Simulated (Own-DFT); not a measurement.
# Response to strain: C40 NbSi2, 36 atoms (Nb12Si24)

Calculated results; nothing here was measured. The program, named Own-DFT, is a retired in-house plane-wave density functional code that no person has reviewed. Each row is one single-point run on a periodic cell that was not relaxed, without spin or spin-orbit coupling.

Settings of every run: PBE; PseudoDojo norm-conserving scalar-relativistic files; cutoff 42 hartree; 4 x 4 x 5 k mesh centred on Gamma; cold (Marzari-Vanderbilt) smearing of 0.2 eV.

Known limits: forces on such cells failed a check on a denser k mesh; stress not checked against mesh or cutoff.

Unstrained cell vectors in Å: (0.000, 8.324, 0.000); (-9.613, 0.000, 0.000); (0.000, 0.000, 6.586). The unstrained cell was taken from the Materials Project. The random moves and any unrelaxed bonds add to the pressure at no strain. Each run strains this cell uniformly, with the atoms carried along. Every atom was also moved at random, by a Gaussian of width 0.05 Å on each axis. Strain is the symmetric tensor, in per cent. Stress is positive in tension, and the pressure is minus a third of its trace.

| run | e_xx (%) | e_yy (%) | e_zz (%) | e_yz (%) | e_xz (%) | e_xy (%) | s_xx (GPa) | s_yy (GPa) | s_zz (GPa) | s_yz (GPa) | s_xz (GPa) | s_xy (GPa) | P (GPa) | E (meV/atom) |
|---|---|---|---|---|---|---|---|---|---|---|---|---|---|---|
| 1 | 1.15 | -1.23 | -1.28 | 0.04 | 1.94 | 0.48 | -0.74 | -6.53 | -10.99 | 0.06 | 6.55 | 1.53 | 6.09 | 24.5 |
| 2 | -0.55 | -0.52 | -0.11 | -0.61 | -0.67 | 0.71 | -4.59 | -4.51 | -5.14 | -1.91 | -2.10 | 2.32 | 4.75 | 0.0 |
| 3 | 1.98 | 1.40 | -0.21 | -0.05 | 1.12 | -0.15 | 4.41 | 3.98 | -2.18 | -0.35 | 2.42 | 0.02 | -2.07 | 8.4 |
| 4 | -1.38 | -1.83 | 0.36 | -1.14 | 1.57 | -1.29 | -9.21 | -10.27 | -5.05 | -3.53 | 5.20 | -4.43 | 8.18 | 21.5 |
| 5 | -0.10 | 1.70 | 1.38 | -0.36 | -1.68 | -1.40 | -1.23 | 4.62 | 3.22 | -1.44 | -4.48 | -3.97 | -2.20 | 9.0 |
| 6 | 0.10 | -0.05 | -1.92 | 1.73 | -1.12 | 1.10 | -3.35 | -4.18 | -13.85 | 5.98 | -4.05 | 3.27 | 7.13 | 23.6 |
| 7 | 0.71 | -0.42 | -0.10 | -1.33 | 0.69 | 0.95 | -0.44 | -4.06 | -4.86 | -3.40 | 2.42 | 2.32 | 3.12 | 25.3 |
| 8 | -1.72 | 1.39 | 0.61 | 0.75 | -0.75 | 0.08 | -7.65 | 1.49 | -1.08 | 2.55 | -2.12 | 0.21 | 2.41 | 11.5 |
| 9 | -0.36 | -0.27 | 1.48 | 1.87 | -0.78 | 0.07 | -2.06 | -2.35 | 1.93 | 5.66 | -2.98 | -0.07 | 0.83 | 0.7 |
| 10 | -1.62 | 0.21 | 0.85 | 1.83 | 0.76 | 1.80 | -8.20 | -2.55 | -1.29 | 5.07 | 2.04 | 5.90 | 4.01 | 24.0 |
| 11 | -1.22 | -1.87 | 0.23 | 1.51 | 0.55 | -1.52 | -8.79 | -9.72 | -5.31 | 4.72 | 1.70 | -5.12 | 7.94 | 15.7 |
| 12 | -0.39 | 1.19 | 1.51 | -1.40 | 1.14 | 1.91 | -3.08 | 2.84 | 2.59 | -4.15 | 3.30 | 5.47 | -0.78 | 27.5 |
| 13 | -0.88 | -1.80 | 1.74 | 0.10 | 1.67 | 0.73 | -5.24 | -8.75 | 1.36 | 0.14 | 4.72 | 2.26 | 4.21 | 17.1 |
| 14 | -1.00 | 1.92 | -0.49 | 1.15 | 1.43 | -0.12 | -5.07 | 3.55 | -4.86 | 3.39 | 3.97 | -0.37 | 2.13 | 0.9 |
| 15 | 0.50 | 0.09 | -0.80 | -0.19 | -0.64 | -1.91 | -1.34 | -2.23 | -7.09 | -0.49 | -2.64 | -5.81 | 3.56 | 6.8 |
| 16 | -0.71 | 0.29 | -0.95 | -1.82 | 0.71 | -0.27 | ? | ? | ? | ? | ? | ? | ? | ? |

E is the free energy for each atom above the lowest run shown.

## Worked fit

Each stress component was fitted by least squares to a constant and the strains of the runs shown, as fractions, with shears doubled. Shear strains stay in the fit of a normal stress only where such slopes are resolved. The slopes, in GPa:

```
stress  at no strain  per e_xx  per e_yy  per e_zz  scatter
  s_xx          -2.8  353 ± 18   62 ± 13   69 ± 18     0.63
  s_yy          -2.5    80 ± 9   364 ± 7    71 ± 9     0.33
  s_zz          -4.3   55 ± 14   93 ± 11  451 ± 14     0.51
```

Each shear stress against twice its own strain: yz 148 ± 4, xz 151 ± 7, xy 153 ± 4 GPa. These are stiffnesses along x, y and z of the frame in which the cell vectors are given, which need not be the crystal's axes. The atoms are held to the strained lattice; where symmetry lets them move under strain, relaxing them would lower some slopes. The table should be nearly symmetric about its diagonal, and what it lacks of that shows the noise. A ninth of its sum, 178 ± 6 GPa, estimates the bulk modulus near the mean pressure of these runs, 3.3 GPa, so it lies above the value at zero pressure.

## Withheld run

Question: what normal stresses and pressure should run 16 give?

The fit gives s_xx = -5.8, s_yy = -2.6, s_zz = -8.7 and P = 5.7 GPa. The calculation gave -5.93, -2.38, -8.95 and P = 5.75 GPa.
